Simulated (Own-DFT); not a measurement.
# Strain and stress in wurtzite GaN, 96 atoms (Ga48N48)

Source: density functional calculations with Own-DFT, an unreviewed in-house program that is no longer used. Nothing was measured or relaxed, and spin and spin-orbit coupling are left out.

Settings: PBE; PseudoDojo norm-conserving scalar-relativistic files (stringent for Ga); cutoff 96 hartree; 3 x 4 x 3 k mesh centred on Gamma; Gaussian smearing of 0.01 eV.

Known weak points: forces on such cells passed a denser k mesh, each cell not checked; stress not checked against mesh or cutoff.

Unstrained cell vectors in Å: (12.756, 0.000, 0.000); (-4.783, 8.285, 0.000); (0.000, 0.000, 10.370). The unstrained cell has measured lattice constants (interpolated for alloys), not those of this functional. That, the random moves and any unrelaxed bonds set the pressure at no strain. Each run strains this cell uniformly, with the atoms carried along. Each atom got a random Gaussian move of width 0.05 Å along each axis. Stress is counted positive in tension, P = -(s_xx + s_yy + s_zz)/3, and strain components are those of the symmetric tensor.

| run | e_xx (%) | e_yy (%) | e_zz (%) | e_yz (%) | e_xz (%) | e_xy (%) | s_xx (GPa) | s_yy (GPa) | s_zz (GPa) | s_yz (GPa) | s_xz (GPa) | s_xy (GPa) | P (GPa) | E (meV/atom) |
|---|---|---|---|---|---|---|---|---|---|---|---|---|---|---|
| 1 | 1.03 | 0.60 | 0.51 | 1.43 | 1.10 | -0.09 | -1.90 | -2.40 | -5.00 | 2.84 | 3.05 | -0.91 | 3.10 | 5.9 |
| 2 | -1.58 | -0.06 | 0.85 | 1.99 | 0.32 | 0.26 | -12.90 | -9.18 | -5.38 | 5.24 | 0.21 | 1.21 | 9.15 | 30.4 |
| 3 | 1.19 | 0.60 | -0.20 | 1.25 | 1.47 | 0.41 | -3.81 | -4.13 | -4.92 | 2.14 | 2.84 | 1.03 | 4.28 | 16.2 |
| 4 | -0.73 | -1.80 | 1.63 | -1.24 | 1.09 | -1.60 | -11.55 | -13.73 | -2.67 | -2.34 | 2.30 | -6.00 | 9.32 | 28.1 |
| 5 | 0.14 | 0.27 | 0.39 | -0.50 | -0.84 | -1.73 | -6.29 | -4.91 | -5.01 | -1.00 | -2.10 | -5.08 | 5.40 | 8.9 |
| 6 | 1.35 | 1.42 | 1.13 | -1.58 | 0.63 | 1.66 | 0.15 | 1.86 | -1.66 | -2.70 | 1.13 | 4.85 | -0.12 | 0.5 |
| 7 | 1.55 | 0.51 | 1.62 | 1.27 | 1.35 | -0.41 | -0.30 | -2.18 | 0.75 | 2.10 | 3.17 | -1.51 | 0.58 | 6.7 |
| 8 | 1.65 | -1.19 | 0.02 | -1.50 | -0.64 | -0.19 | -1.66 | -10.93 | -6.25 | -4.14 | -1.17 | -0.60 | 6.28 | 10.3 |
| 9 | -1.01 | 1.11 | 1.50 | -1.55 | 0.89 | -1.59 | -8.81 | -3.71 | -1.28 | -3.01 | 1.59 | -4.25 | 4.60 | 25.8 |
| 10 | 1.88 | 0.41 | -1.85 | 0.80 | 0.12 | 1.10 | -0.76 | -4.77 | -15.45 | 1.66 | 0.21 | 3.50 | 6.99 | 28.8 |
| 11 | -1.65 | -0.54 | -1.85 | 0.97 | 0.29 | -0.75 | -16.04 | -13.20 | -19.23 | 1.74 | 0.96 | -2.18 | 16.16 | 51.1 |
| 12 | 0.71 | 0.06 | 1.62 | 0.73 | -0.23 | -0.43 | -3.51 | -4.50 | 0.50 | 1.33 | 0.26 | -1.54 | 2.51 | 0.0 |
| 13 | -1.58 | -0.82 | 1.72 | -0.12 | -1.91 | -0.15 | -11.37 | -12.72 | -2.31 | -1.37 | -4.46 | -0.30 | 8.80 | 26.5 |
| 14 | 0.70 | -1.49 | 1.42 | -1.77 | -1.62 | 1.61 | -6.26 | -13.13 | -1.30 | -3.41 | -2.96 | 6.49 | 6.89 | 32.8 |
| 15 | -1.50 | 1.70 | -1.73 | 0.91 | -1.29 | -0.76 | -12.41 | -3.88 | -15.03 | 2.27 | -2.74 | -2.72 | 10.44 | 25.7 |
| 16 | -1.20 | 0.09 | -0.56 | -0.50 | 1.82 | -0.40 | -14.15 | -7.73 | -11.62 | -1.15 | 4.51 | -1.04 | 11.17 | 41.7 |
| 17 | 0.27 | 1.94 | 1.48 | -1.02 | 0.31 | -0.93 | ? | ? | ? | ? | ? | ? | ? | ? |

E is the free energy per atom, counted from the lowest run shown.

## Analysis

Each stress component was fitted by least squares to a constant and the strains of the runs shown, as fractions, with shears doubled. Shear strains stay in the fit of a normal stress only where such slopes are resolved. The slopes, in GPa:

| stress | at no strain | per e_xx | per e_yy | per e_zz | scatter |
|---|---|---|---|---|---|
| s_xx | -7.6 | 379 ± 18 | 113 ± 25 | 83 ± 20 | 0.95 |
| s_yy | -7.4 | 129 ± 17 | 432 ± 24 | 73 ± 18 | 0.89 |
| s_zz | -7.9 | 93 ± 20 | 67 ± 28 | 455 ± 21 | 1.04 |

The slope of each shear stress on twice its own strain, from a fit on all six strains: yz 102 ± 7, xz 110 ± 6, xy 166 ± 9 GPa. These are stiffnesses along x, y and z of the frame in which the cell vectors are given, with the crystal's c axis along z: C11, C12, C13 and C33. Hexagonal symmetry asks that xx and yy behave alike, which is a second check on the noise. The atoms are held to the strained lattice; where symmetry lets them move under strain, relaxing them would lower some slopes. Symmetry asks for nearly equal slopes across the diagonal; the mismatch is a measure of noise. A ninth of the table's sum, 203 ± 4 GPa, estimates the bulk modulus near the mean pressure of these runs, 6.6 GPa, so it lies above the value at zero pressure.

## Prediction

Asked: what normal stresses and pressure should run 17 give?

Estimate: s_xx = -3.1, s_yy = 2.4, s_zz = 0.4 and P = 0.1 GPa. The run itself gave -1.51, 1.42, -0.02 and P = 0.04 GPa.
